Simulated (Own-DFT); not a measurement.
## Calculated data, Si$_{2}$SnGe$_{13}$ (diamond-structure random alloy, atoms displaced)

A calculation, not a measurement: plane-wave density functional theory by an unreviewed code, no spin, of a simulated periodic cell, stress positive in tension, run twice, with PBE and with PBEsol, both on files made for PBE, so the change isn't that of files made for PBEsol, forces on such cells moved up to 12 meV/angstrom on a denser k mesh; the far tail of each file's local potential was reset to the Coulomb form; each entry is a single point on an unrelaxed cell, so the pressure reflects the starting lattice, mostly measured values (interpolated for alloys), from which strain is counted, and rises with the displacements; printed positions are rounded, which can move forces by about a meV/angstrom; the program, named Own-DFT, is a retired in-house code; no spin-orbit coupling; stress was not checked against mesh or cutoff. Program: Own-DFT development build.

Settings shared by all entries: functional PBE, then PBEsol; potential files PseudoDojo norm-conserving, scalar-relativistic, standard set; wave cutoff 49 hartree; occupations Fermi-Dirac; smearing width 0.1 eV; k mesh 3 x 3 x 3 centred on Gamma.

```yaml
- entry: 1
  formula: Si2SnGe13
  kind: "diamond-structure random alloy, atoms displaced"
  structure:
    cell_angstrom: [[11.3631, 0.0, 0.0], [0.0, 11.3631, 0.0], [0.0, 0.0, 11.3631]]
    atoms_fractional:
      - [Si, 0.99156, 0.99911, 0.98549]
      - [Ge, 0.98799, 0.24316, 0.25551]
      - [Ge, 0.2392, 0.001, 0.24622]
      - [Ge, 0.25317, 0.26279, 0.0048]
      - [Ge, 0.11877, 0.13194, 0.1193]
      - [Ge, 0.11846, 0.38002, 0.36128]
      - [Ge, 0.38049, 0.11771, 0.37707]
      - [Sn, 0.36977, 0.3623, 0.1256]
      - [Si, 0.98692, 0.98649, 0.49888]
      - [Ge, 0.00562, 0.25112, 0.76616]
      - [Ge, 0.24793, 0.98745, 0.74762]
      - [Ge, 0.26045, 0.25966, 0.4986]
      - [Ge, 0.13138, 0.12373, 0.63897]
      - [Ge, 0.13054, 0.38181, 0.87552]
      - [Ge, 0.3747, 0.11894, 0.88615]
      - [Ge, 0.39272, 0.37173, 0.62584]
      - [Ge, 0.995, 0.50142, 0.01676]
      - [Si, 0.99554, 0.75744, 0.24846]
      - [Ge, 0.25925, 0.50587, 0.26326]
      - [Ge, 0.24592, 0.74657, 0.01504]
      - [Ge, 0.125, 0.62823, 0.12494]
      - [Ge, 0.12893, 0.8832, 0.37118]
      - [Si, 0.38418, 0.6169, 0.36905]
      - [Ge, 0.38075, 0.87004, 0.11247]
      - [Ge, 0.99411, 0.49688, 0.49178]
      - [Ge, 0.99512, 0.76145, 0.75907]
      - [Ge, 0.2647, 0.49632, 0.76299]
      - [Ge, 0.25032, 0.7384, 0.50355]
      - [Si, 0.12666, 0.61701, 0.63462]
      - [Ge, 0.11879, 0.89305, 0.8734]
      - [Ge, 0.38633, 0.61741, 0.87367]
      - [Ge, 0.36164, 0.88768, 0.62644]
      - [Si, 0.49696, 0.00011, 0.99938]
      - [Ge, 0.49821, 0.26251, 0.24243]
      - [Si, 0.7482, 0.00056, 0.25363]
      - [Sn, 0.75942, 0.24442, 0.0006]
      - [Ge, 0.61503, 0.12415, 0.12189]
      - [Ge, 0.63515, 0.37301, 0.37485]
      - [Ge, 0.8744, 0.12208, 0.36768]
      - [Ge, 0.88039, 0.39061, 0.12099]
      - [Ge, 0.49358, 0.00658, 0.50944]
      - [Ge, 0.50312, 0.24926, 0.74024]
      - [Ge, 0.74293, 0.00915, 0.73895]
      - [Ge, 0.74327, 0.24947, 0.51119]
      - [Ge, 0.62609, 0.12263, 0.62924]
      - [Ge, 0.61384, 0.36182, 0.87723]
      - [Ge, 0.88633, 0.12262, 0.88321]
      - [Ge, 0.87767, 0.37638, 0.62215]
      - [Ge, 0.50592, 0.50762, 0.0028]
      - [Ge, 0.4987, 0.736, 0.24744]
      - [Ge, 0.74722, 0.49399, 0.24159]
      - [Ge, 0.75198, 0.74928, 0.98417]
      - [Sn, 0.63202, 0.63295, 0.13572]
      - [Ge, 0.61044, 0.87814, 0.38364]
      - [Ge, 0.88524, 0.63235, 0.38338]
      - [Si, 0.87875, 0.8702, 0.1286]
      - [Ge, 0.50208, 0.50373, 0.49571]
      - [Ge, 0.50235, 0.74317, 0.74629]
      - [Sn, 0.74486, 0.50158, 0.74608]
      - [Ge, 0.73844, 0.76304, 0.49457]
      - [Ge, 0.62482, 0.6281, 0.62934]
      - [Ge, 0.63523, 0.8748, 0.87583]
      - [Ge, 0.87218, 0.62704, 0.86732]
      - [Ge, 0.86694, 0.8803, 0.62275]
  results:
    "PBE_pressure [GPa]": 5.76
    "PBE_stress_xx [GPa]": -6.18
    "PBE_stress_yy [GPa]": -5.65
    "PBE_stress_zz [GPa]": -5.46
    "PBE_stress_yz [GPa]": 0.96
    "PBE_stress_xz [GPa]": -0.35
    "PBE_stress_xy [GPa]": 0.46
    "PBEsol_pressure [GPa]": 2.9
    "PBEsol_stress_xx [GPa]": -3.3
    "PBEsol_stress_yy [GPa]": -2.78
    "PBEsol_stress_zz [GPa]": -2.62
    "PBEsol_stress_yz [GPa]": 0.92
    "PBEsol_stress_xz [GPa]": -0.35
    "PBEsol_stress_xy [GPa]": 0.47
    force_element: [Si, Ge, Ge, Ge, Ge, Ge, Ge, Sn, Si, Ge, Ge, Ge, Ge, Ge, Ge, Ge, Ge, Si, Ge, Ge, Ge, Ge, Si, Ge, Ge, Ge, Ge, Ge, Si, Ge, Ge, Ge, Si, Ge, Si, Sn, Ge, Ge, Ge, Ge, Ge, Ge, Ge, Ge, Ge, Ge, Ge, Ge, Ge, Ge, Ge, Ge, Sn, Ge, Ge, Si, Ge, Ge, Sn, Ge, Ge, Ge, Ge, Ge]
    "PBE_force_x [eV/angstrom]": [0.974, 1.246, 1.712, -3.563, -0.409, 0.558, -0.856, 1.01, 1.689, 0.017, -0.323, -1.045, -0.834, -0.634, -0.528, -1.686, 2.275, 1.133, -1.701, 0.459, -0.633, -1.283, -0.417, -0.333, 1.541, 0.642, -0.705, 0.015, -0.312, 0.606, -0.674, 2.049, 1.145, 2.81, -0.693, -1.057, 0.317, -0.95, -1.274, -1.299, 0.303, -0.332, 1.97, 1.234, -1.247, 0.16, -1.036, 0.695, -0.259, -2.34, 2.115, 1.274, 1.393, 0.064, -1.812, -0.991, 0.832, -0.822, -0.017, 1.003, -0.757, -1.824, 1.574, -0.169]
    "PBE_force_y [eV/angstrom]": [-0.868, 1.56, 0.553, -3.778, -0.494, -0.659, 1.436, 5.363, 1.763, 0.103, 2.491, -0.755, 0.459, 0.185, 0.609, 1.27, 2.001, -0.422, -0.22, 0.614, -0.375, -1.678, 1.237, 0.48, 0.078, -0.655, -0.077, 0.371, 0.17, -2.226, 1.628, -2.995, -0.661, -3.259, -0.657, 0.867, -0.845, 0.111, -0.979, -2.762, -0.487, -1.415, -1.185, -0.355, 0.903, 1.178, -0.225, -1.176, -1.493, 3.396, -0.298, 0.624, -0.343, 0.458, 0.678, 0.964, -0.231, 1.91, -1.871, -1.482, 1.136, 1.097, -0.005, -0.762]
    "PBE_force_z [eV/angstrom]": [3.413, -1.739, -0.866, -3.567, -0.381, 1.156, -1.16, 0.847, -0.354, -1.43, 1.885, -0.075, -1.758, 1.088, -1.43, -0.74, -3.378, 0.404, -1.465, -2.929, 2.069, 1.114, 1.698, 1.683, 1.297, -1.243, -1.969, -0.571, -0.08, 0.944, 1.002, -1.253, -0.228, 3.39, -0.889, 0.713, 1.215, 0.041, 2.267, 2.391, 0.074, 1.823, 2.337, -1.185, -1.183, 0.067, -2.863, 0.144, -0.426, 2.062, 2.491, 1.863, -2.864, -1.539, -1.373, -1.074, 0.177, 0.498, 1.009, 0.878, -2.751, -0.952, 1.386, 0.288]
    "PBEsol_force_x [eV/angstrom]": [0.983, 1.216, 1.642, -3.472, -0.366, 0.54, -0.829, 0.994, 1.646, 0.029, -0.333, -0.984, -0.78, -0.596, -0.547, -1.62, 2.205, 1.163, -1.711, 0.455, -0.584, -1.191, -0.398, -0.373, 1.456, 0.585, -0.655, 0.024, -0.303, 0.621, -0.636, 1.979, 1.119, 2.731, -0.708, -1.036, 0.315, -0.929, -1.215, -1.265, 0.285, -0.306, 1.899, 1.186, -1.205, 0.159, -1.041, 0.652, -0.265, -2.232, 2.049, 1.211, 1.334, 0.066, -1.768, -1.015, 0.843, -0.779, -0.012, 0.962, -0.746, -1.729, 1.501, -0.219]
    "PBEsol_force_y [eV/angstrom]": [-0.822, 1.515, 0.532, -3.674, -0.451, -0.622, 1.403, 5.211, 1.717, 0.086, 2.418, -0.742, 0.446, 0.155, 0.625, 1.216, 1.931, -0.471, -0.278, 0.593, -0.381, -1.612, 1.209, 0.404, 0.057, -0.612, -0.093, 0.424, 0.168, -2.184, 1.546, -2.885, -0.638, -3.175, -0.606, 0.843, -0.748, 0.116, -0.884, -2.666, -0.474, -1.349, -1.165, -0.333, 0.883, 1.149, -0.134, -1.129, -1.449, 3.32, -0.299, 0.582, -0.358, 0.411, 0.616, 0.937, -0.267, 1.82, -1.799, -1.426, 1.107, 1.019, 0.029, -0.763]
    "PBEsol_force_z [eV/angstrom]": [3.301, -1.687, -0.818, -3.464, -0.334, 1.126, -1.099, 0.834, -0.354, -1.372, 1.815, -0.066, -1.652, 1.063, -1.413, -0.719, -3.256, 0.455, -1.466, -2.803, 1.967, 1.057, 1.66, 1.654, 1.224, -1.17, -1.863, -0.554, -0.081, 0.841, 0.962, -1.208, -0.223, 3.278, -0.837, 0.68, 1.185, 0.035, 2.183, 2.32, 0.064, 1.756, 2.246, -1.147, -1.142, 0.052, -2.822, 0.128, -0.438, 1.959, 2.401, 1.761, -2.789, -1.44, -1.293, -1.104, 0.219, 0.488, 0.97, 0.867, -2.658, -0.946, 1.353, 0.315]
    "rms_change_of_force_components_from_PBE_to_PBEsol [eV/angstrom]": 0.056
- entry: 2
  formula: Si2SnGe13
  kind: "diamond-structure random alloy, atoms displaced"
  structure:
    cell_angstrom: [[11.3631, 0.0, 0.0], [0.0, 11.3631, 0.0], [0.0, 0.0, 11.3631]]
    atoms_fractional:
      - [Ge, 0.00378, 0.99373, 0.99285]
      - [Ge, 0.99874, 0.26069, 0.254]
      - [Ge, 0.24318, 0.99792, 0.26282]
      - [Sn, 0.25692, 0.24874, 0.99483]
      - [Ge, 0.121, 0.12028, 0.12679]
      - [Ge, 0.12248, 0.37349, 0.37928]
      - [Ge, 0.37678, 0.1394, 0.3825]
      - [Si, 0.36436, 0.3794, 0.12654]
      - [Ge, 0.00197, 0.99967, 0.50103]
      - [Ge, 0.00094, 0.2592, 0.75007]
      - [Ge, 0.2519, 0.98801, 0.74991]
      - [Ge, 0.25505, 0.24991, 0.49721]
      - [Ge, 0.12666, 0.11523, 0.62457]
      - [Ge, 0.12514, 0.38346, 0.86483]
      - [Ge, 0.37425, 0.13219, 0.85691]
      - [Ge, 0.3769, 0.37209, 0.63993]
      - [Ge, 0.00391, 0.50049, 0.00825]
      - [Ge, 0.0089, 0.74788, 0.24821]
      - [Ge, 0.24494, 0.49134, 0.24489]
      - [Ge, 0.24316, 0.74761, 0.00024]
      - [Ge, 0.1262, 0.62853, 0.13931]
      - [Sn, 0.11651, 0.87426, 0.36313]
      - [Ge, 0.37755, 0.61955, 0.3721]
      - [Ge, 0.38092, 0.86392, 0.12533]
      - [Ge, 0.01325, 0.49409, 0.49678]
      - [Sn, 0.00429, 0.74526, 0.7494]
      - [Sn, 0.25708, 0.49517, 0.74853]
      - [Ge, 0.25872, 0.75403, 0.50458]
      - [Ge, 0.13133, 0.62008, 0.62262]
      - [Ge, 0.12546, 0.88248, 0.87524]
      - [Ge, 0.38601, 0.63438, 0.8844]
      - [Ge, 0.37761, 0.89038, 0.6356]
      - [Si, 0.50407, 0.0, 0.00939]
      - [Si, 0.51051, 0.24807, 0.25687]
      - [Ge, 0.75027, 0.00475, 0.255]
      - [Ge, 0.74578, 0.24972, 0.01236]
      - [Ge, 0.62968, 0.11569, 0.11858]
      - [Ge, 0.63251, 0.38261, 0.37617]
      - [Ge, 0.88276, 0.13334, 0.36716]
      - [Ge, 0.8722, 0.37644, 0.12468]
      - [Ge, 0.49901, 0.01728, 0.49407]
      - [Ge, 0.50892, 0.24211, 0.74333]
      - [Ge, 0.74841, 0.9876, 0.76506]
      - [Ge, 0.74259, 0.24617, 0.48506]
      - [Si, 0.62744, 0.12294, 0.63282]
      - [Ge, 0.61985, 0.37322, 0.87743]
      - [Ge, 0.88832, 0.13357, 0.87175]
      - [Ge, 0.87409, 0.37519, 0.63764]
      - [Si, 0.50087, 0.50906, 0.00115]
      - [Si, 0.50028, 0.74897, 0.25757]
      - [Ge, 0.74166, 0.50207, 0.25562]
      - [Ge, 0.7584, 0.75002, 0.01449]
      - [Ge, 0.62787, 0.63713, 0.13545]
      - [Ge, 0.63069, 0.88184, 0.37617]
      - [Si, 0.88185, 0.63415, 0.37677]
      - [Ge, 0.88031, 0.87855, 0.11747]
      - [Ge, 0.5066, 0.50561, 0.50445]
      - [Si, 0.50211, 0.75176, 0.74257]
      - [Ge, 0.75642, 0.50192, 0.74647]
      - [Ge, 0.75637, 0.76641, 0.49978]
      - [Ge, 0.62582, 0.62834, 0.6205]
      - [Ge, 0.63484, 0.87261, 0.87398]
      - [Ge, 0.86916, 0.62753, 0.87357]
      - [Ge, 0.88076, 0.8836, 0.6323]
  results:
    "PBE_pressure [GPa]": 5.21
    "PBE_stress_xx [GPa]": -5.33
    "PBE_stress_yy [GPa]": -5.37
    "PBE_stress_zz [GPa]": -4.93
    "PBE_stress_yz [GPa]": -0.37
    "PBE_stress_xz [GPa]": 1.44
    "PBE_stress_xy [GPa]": -0.16
    "PBEsol_pressure [GPa]": 2.35
    "PBEsol_stress_xx [GPa]": -2.46
    "PBEsol_stress_yy [GPa]": -2.5
    "PBEsol_stress_zz [GPa]": -2.08
    "PBEsol_stress_yz [GPa]": -0.37
    "PBEsol_stress_xz [GPa]": 1.37
    "PBEsol_stress_xy [GPa]": -0.15
    force_element: [Ge, Ge, Ge, Sn, Ge, Ge, Ge, Si, Ge, Ge, Ge, Ge, Ge, Ge, Ge, Ge, Ge, Ge, Ge, Ge, Ge, Sn, Ge, Ge, Ge, Sn, Sn, Ge, Ge, Ge, Ge, Ge, Si, Si, Ge, Ge, Ge, Ge, Ge, Ge, Ge, Ge, Ge, Ge, Si, Ge, Ge, Ge, Si, Si, Ge, Ge, Ge, Ge, Si, Ge, Ge, Si, Ge, Ge, Ge, Ge, Ge, Ge]
    "PBE_force_x [eV/angstrom]": [-0.518, 0.39, 3.3, -1.408, -0.054, 1.346, 0.195, 3.117, -1.296, 1.002, -0.943, -0.988, 0.327, -1.735, 1.191, 2.364, -0.344, -3.86, 0.291, 0.474, 0.577, 0.916, -0.245, -0.447, -2.271, 0.158, 0.278, 0.083, 0.42, 1.022, -0.136, 1.798, -0.9, -0.691, 0.979, 0.768, -0.721, -1.827, -0.507, -0.166, 0.826, 0.017, 1.699, 0.934, 1.047, 0.403, -1.626, -0.018, 0.138, 0.24, 2.158, -0.709, -0.836, -1.343, -0.418, 0.165, -1.004, 0.228, -1.604, 0.372, 0.873, -2.426, -0.064, -0.987]
    "PBE_force_y [eV/angstrom]": [1.622, -0.519, 2.453, 0.146, -0.007, -0.589, -0.836, 0.18, 0.983, -1.007, 2.146, 0.796, 1.179, -1.036, -2.257, -1.853, 0.414, -1.259, 0.568, 0.336, -1.069, -0.42, 0.208, 1.025, 1.382, 0.151, 3.082, -0.295, 0.441, -1.061, 0.234, -1.892, -0.684, 0.729, -0.178, 0.117, 0.648, -0.685, -0.898, 0.601, -1.051, 0.909, 2.979, -0.329, -0.748, 0.553, -0.755, -0.34, -0.723, 0.445, 1.217, -0.209, -0.958, -0.281, -0.874, 0.147, -1.142, 0.395, 0.266, -1.122, 0.815, -1.622, -0.938, 0.465]
    "PBE_force_z [eV/angstrom]": [0.702, -1.324, -2.609, 0.291, 0.506, -0.706, -2.132, 0.275, 0.144, -0.453, 0.967, 1.78, 0.172, 2.352, 0.655, -3.396, -0.908, -1.429, 1.196, 0.215, -1.825, 3.84, 0.269, 0.471, 1.105, 0.028, 1.399, 0.008, -1.711, 0.42, -0.779, -2.233, -1.927, -1.119, -0.864, -1.697, 1.522, 0.321, 1.099, 0.669, 1.477, 0.436, -1.878, 2.235, -1.293, 0.161, 0.91, -2.826, 1.162, 0.089, -0.612, -1.543, -0.446, -0.079, 0.067, 1.526, -0.297, 0.878, 0.865, 0.336, 0.406, 2.141, 1.822, -0.83]
    "PBEsol_force_x [eV/angstrom]": [-0.498, 0.366, 3.171, -1.41, -0.049, 1.294, 0.16, 2.996, -1.251, 0.955, -0.907, -0.947, 0.318, -1.684, 1.136, 2.297, -0.341, -3.692, 0.224, 0.476, 0.552, 0.896, -0.257, -0.49, -2.151, 0.145, 0.25, 0.067, 0.411, 0.988, -0.2, 1.686, -0.871, -0.647, 0.943, 0.749, -0.613, -1.729, -0.507, -0.157, 0.761, -0.062, 1.674, 0.924, 1.014, 0.415, -1.564, 0.002, 0.156, 0.236, 2.057, -0.679, -0.737, -1.257, -0.407, 0.16, -0.956, 0.221, -1.531, 0.333, 0.862, -2.278, -0.06, -0.964]
    "PBEsol_force_y [eV/angstrom]": [1.566, -0.516, 2.383, 0.105, -0.015, -0.559, -0.843, 0.179, 0.95, -0.964, 2.087, 0.754, 1.131, -1.019, -2.159, -1.805, 0.393, -1.2, 0.6, 0.327, -1.032, -0.394, 0.18, 0.982, 1.314, 0.16, 2.975, -0.307, 0.422, -1.026, 0.237, -1.8, -0.678, 0.686, -0.165, 0.111, 0.655, -0.639, -0.858, 0.573, -1.024, 0.928, 2.839, -0.287, -0.731, 0.499, -0.743, -0.316, -0.678, 0.43, 1.151, -0.195, -0.935, -0.239, -0.85, 0.125, -1.094, 0.385, 0.254, -1.05, 0.748, -1.549, -0.905, 0.444]
    "PBEsol_force_z [eV/angstrom]": [0.679, -1.269, -2.536, 0.22, 0.49, -0.686, -2.0, 0.276, 0.151, -0.421, 0.923, 1.715, 0.155, 2.275, 0.607, -3.293, -0.882, -1.425, 1.2, 0.218, -1.765, 3.726, 0.303, 0.449, 1.093, 0.029, 1.352, 0.015, -1.661, 0.41, -0.756, -2.181, -1.885, -1.062, -0.839, -1.636, 1.497, 0.335, 1.058, 0.656, 1.409, 0.474, -1.797, 2.118, -1.271, 0.125, 0.885, -2.71, 1.107, 0.082, -0.608, -1.498, -0.441, -0.052, 0.061, 1.457, -0.293, 0.857, 0.837, 0.35, 0.356, 2.068, 1.764, -0.813]
    "rms_change_of_force_components_from_PBE_to_PBEsol [eV/angstrom]": 0.052
- entry: 3
  formula: Si2SnGe13
  kind: "diamond-structure random alloy, atoms displaced"
  structure:
    cell_angstrom: [[11.3631, 0.0, 0.0], [0.0, 11.3631, 0.0], [0.0, 0.0, 11.3631]]
    atoms_fractional:
      - [Ge, 0.99835, 0.99704, 0.99982]
      - [Ge, 0.0041, 0.25164, 0.25121]
      - [Ge, 0.24739, 0.0018, 0.25306]
      - [Ge, 0.25768, 0.27322, 0.00232]
      - [Si, 0.11702, 0.12627, 0.1179]
      - [Ge, 0.12075, 0.37162, 0.3736]
      - [Ge, 0.38156, 0.12461, 0.36654]
      - [Ge, 0.36921, 0.37115, 0.12295]
      - [Ge, 0.00137, 0.99109, 0.49517]
      - [Sn, 0.98879, 0.25182, 0.74558]
      - [Ge, 0.25607, 0.99529, 0.75514]
      - [Sn, 0.25305, 0.24104, 0.49755]
      - [Ge, 0.12332, 0.12673, 0.61651]
      - [Ge, 0.11309, 0.38406, 0.871]
      - [Ge, 0.3841, 0.11612, 0.86728]
      - [Ge, 0.37184, 0.37807, 0.63398]
      - [Ge, 0.00349, 0.50797, 0.00172]
      - [Ge, 0.99966, 0.75172, 0.26107]
      - [Ge, 0.24914, 0.50158, 0.24707]
      - [Ge, 0.25396, 0.756, 0.99553]
      - [Ge, 0.12611, 0.63456, 0.13353]
      - [Ge, 0.11112, 0.86965, 0.37697]
      - [Ge, 0.36443, 0.63065, 0.36938]
      - [Ge, 0.3802, 0.87923, 0.12909]
      - [Sn, 0.99977, 0.49331, 0.50002]
      - [Si, 0.98935, 0.76094, 0.75467]
      - [Si, 0.2494, 0.49769, 0.75801]
      - [Ge, 0.25176, 0.75017, 0.50176]
      - [Ge, 0.12836, 0.62494, 0.62402]
      - [Ge, 0.12673, 0.87171, 0.88203]
      - [Ge, 0.37202, 0.61134, 0.8765]
      - [Ge, 0.36865, 0.877, 0.6316]
      - [Ge, 0.50833, 0.98927, 0.99513]
      - [Ge, 0.50209, 0.26211, 0.24838]
      - [Ge, 0.74088, 0.00587, 0.24326]
      - [Ge, 0.74872, 0.2556, 0.99903]
      - [Ge, 0.61728, 0.12897, 0.13044]
      - [Ge, 0.61998, 0.37538, 0.37103]
      - [Ge, 0.87723, 0.13021, 0.37351]
      - [Ge, 0.86857, 0.37419, 0.13792]
      - [Ge, 0.49067, 0.99343, 0.51513]
      - [Si, 0.49433, 0.25027, 0.74694]
      - [Si, 0.74165, 0.00109, 0.75114]
      - [Ge, 0.73333, 0.25631, 0.49663]
      - [Ge, 0.62537, 0.12235, 0.62516]
      - [Ge, 0.61308, 0.36823, 0.87837]
      - [Ge, 0.87597, 0.12923, 0.8711]
      - [Ge, 0.85869, 0.37281, 0.62714]
      - [Ge, 0.49668, 0.49795, 0.00238]
      - [Ge, 0.49455, 0.74175, 0.26487]
      - [Ge, 0.75841, 0.49828, 0.24822]
      - [Ge, 0.75562, 0.76139, 0.00778]
      - [Ge, 0.6217, 0.64262, 0.12508]
      - [Si, 0.61935, 0.85854, 0.36342]
      - [Ge, 0.87932, 0.62662, 0.37385]
      - [Si, 0.87431, 0.86833, 0.1167]
      - [Ge, 0.5084, 0.4997, 0.49702]
      - [Ge, 0.50325, 0.74305, 0.7622]
      - [Si, 0.74944, 0.48951, 0.75208]
      - [Ge, 0.75492, 0.76134, 0.50988]
      - [Ge, 0.61988, 0.61497, 0.63557]
      - [Sn, 0.61896, 0.8683, 0.86793]
      - [Ge, 0.86175, 0.6187, 0.87132]
      - [Ge, 0.87156, 0.86932, 0.61566]
  results:
    "PBE_pressure [GPa]": 5.25
    "PBE_stress_xx [GPa]": -5.34
    "PBE_stress_yy [GPa]": -5.16
    "PBE_stress_zz [GPa]": -5.26
    "PBE_stress_yz [GPa]": -1.64
    "PBE_stress_xz [GPa]": -0.51
    "PBE_stress_xy [GPa]": -1.14
    "PBEsol_pressure [GPa]": 2.4
    "PBEsol_stress_xx [GPa]": -2.48
    "PBEsol_stress_yy [GPa]": -2.31
    "PBEsol_stress_zz [GPa]": -2.41
    "PBEsol_stress_yz [GPa]": -1.57
    "PBEsol_stress_xz [GPa]": -0.49
    "PBEsol_stress_xy [GPa]": -1.09
    force_element: [Ge, Ge, Ge, Ge, Si, Ge, Ge, Ge, Ge, Sn, Ge, Sn, Ge, Ge, Ge, Ge, Ge, Ge, Ge, Ge, Ge, Ge, Ge, Ge, Sn, Si, Si, Ge, Ge, Ge, Ge, Ge, Ge, Ge, Ge, Ge, Ge, Ge, Ge, Ge, Ge, Si, Si, Ge, Ge, Ge, Ge, Ge, Ge, Ge, Ge, Ge, Ge, Si, Ge, Si, Ge, Ge, Si, Ge, Ge, Sn, Ge, Ge]
    "PBE_force_x [eV/angstrom]": [-0.247, -0.314, -0.799, -2.722, 1.196, 1.452, 0.948, 1.875, -1.005, 1.747, -1.93, 0.883, -0.701, 1.591, -0.18, 0.6, -1.067, -1.13, -0.497, 0.562, 0.158, 2.751, 0.2, -0.317, -0.643, 0.63, -0.674, -0.658, 0.151, -0.782, -0.192, 0.498, -1.802, -0.924, 0.923, -0.069, 0.263, 0.873, -0.733, 1.577, 1.391, 0.599, 1.893, 1.169, -0.692, 0.622, -2.065, -1.053, 0.582, -0.033, -1.958, -0.574, 0.255, 1.253, -1.577, 1.244, -1.794, -3.31, -1.478, -2.908, 1.283, 3.129, 0.95, 1.581]
    "PBE_force_y [eV/angstrom]": [0.292, -0.75, 0.013, -3.647, 0.494, -0.04, -0.985, 2.198, 1.555, -0.067, 0.722, 1.542, -2.592, 0.314, 1.263, 0.476, 0.107, -0.248, -0.463, -1.101, 0.045, 0.577, -1.632, -0.387, 0.534, -1.334, 0.307, 0.443, 0.697, 0.548, 1.068, -1.684, 2.567, -1.158, -1.437, -0.685, 0.181, 1.147, -0.501, -0.601, 0.27, -0.498, 0.735, -1.234, 0.386, 0.351, -2.318, 0.573, 0.417, 0.661, 1.767, -2.106, -1.715, 2.264, 0.508, 1.844, 0.453, -2.617, 0.386, -3.062, 0.696, 0.91, 0.822, 2.726]
    "PBE_force_z [eV/angstrom]": [0.068, -0.906, -0.733, -2.636, 0.437, -1.324, 0.019, 2.024, 0.859, -0.751, -0.1, -0.471, 1.495, 0.858, 1.186, -0.216, 0.757, -2.253, 0.182, 1.185, -0.988, 0.144, 1.487, 0.02, 0.883, -0.242, -0.986, 0.007, 1.834, -1.167, 0.193, 0.227, 2.259, -0.341, 0.711, 0.604, -1.585, -0.246, 0.382, -2.075, -2.261, -0.016, -1.121, 0.137, 0.329, -0.777, 1.808, -1.183, 0.641, -2.09, 0.749, -1.24, 0.21, 2.239, 0.411, 2.284, 0.311, -2.911, 0.588, -2.63, -0.42, 0.89, 0.431, 2.817]
    "PBEsol_force_x [eV/angstrom]": [-0.228, -0.342, -0.728, -2.613, 1.165, 1.39, 0.888, 1.814, -0.966, 1.686, -1.836, 0.844, -0.68, 1.515, -0.191, 0.583, -1.028, -1.056, -0.484, 0.535, 0.153, 2.647, 0.201, -0.312, -0.618, 0.615, -0.658, -0.648, 0.15, -0.719, -0.136, 0.479, -1.765, -0.89, 0.88, -0.076, 0.274, 0.843, -0.704, 1.515, 1.324, 0.587, 1.854, 1.136, -0.695, 0.611, -1.983, -0.981, 0.545, -0.079, -1.875, -0.627, 0.244, 1.228, -1.51, 1.22, -1.723, -3.207, -1.449, -2.762, 1.203, 2.985, 0.938, 1.516]
    "PBEsol_force_y [eV/angstrom]": [0.278, -0.684, -0.006, -3.49, 0.483, -0.049, -0.952, 2.139, 1.497, -0.06, 0.685, 1.496, -2.514, 0.297, 1.162, 0.449, 0.099, -0.272, -0.433, -1.058, 0.029, 0.555, -1.565, -0.38, 0.526, -1.302, 0.299, 0.418, 0.676, 0.561, 1.07, -1.601, 2.492, -1.135, -1.331, -0.658, 0.172, 1.1, -0.479, -0.578, 0.285, -0.489, 0.727, -1.19, 0.384, 0.348, -2.215, 0.514, 0.398, 0.592, 1.697, -2.105, -1.658, 2.21, 0.486, 1.809, 0.434, -2.55, 0.378, -2.97, 0.696, 0.845, 0.81, 2.629]
    "PBEsol_force_z [eV/angstrom]": [0.004, -0.829, -0.685, -2.541, 0.432, -1.292, 0.03, 1.944, 0.823, -0.723, -0.094, -0.459, 1.431, 0.869, 1.15, -0.263, 0.723, -2.138, 0.18, 1.153, -0.955, 0.148, 1.423, 0.005, 0.842, -0.235, -0.965, 0.003, 1.715, -1.097, 0.23, 0.214, 2.195, -0.331, 0.674, 0.593, -1.53, -0.227, 0.358, -1.996, -2.151, -0.013, -1.104, 0.141, 0.259, -0.69, 1.775, -1.187, 0.602, -2.072, 0.73, -1.248, 0.206, 2.186, 0.388, 2.232, 0.311, -2.822, 0.579, -2.519, -0.427, 0.917, 0.477, 2.652]
    "rms_change_of_force_components_from_PBE_to_PBEsol [eV/angstrom]": 0.053
```
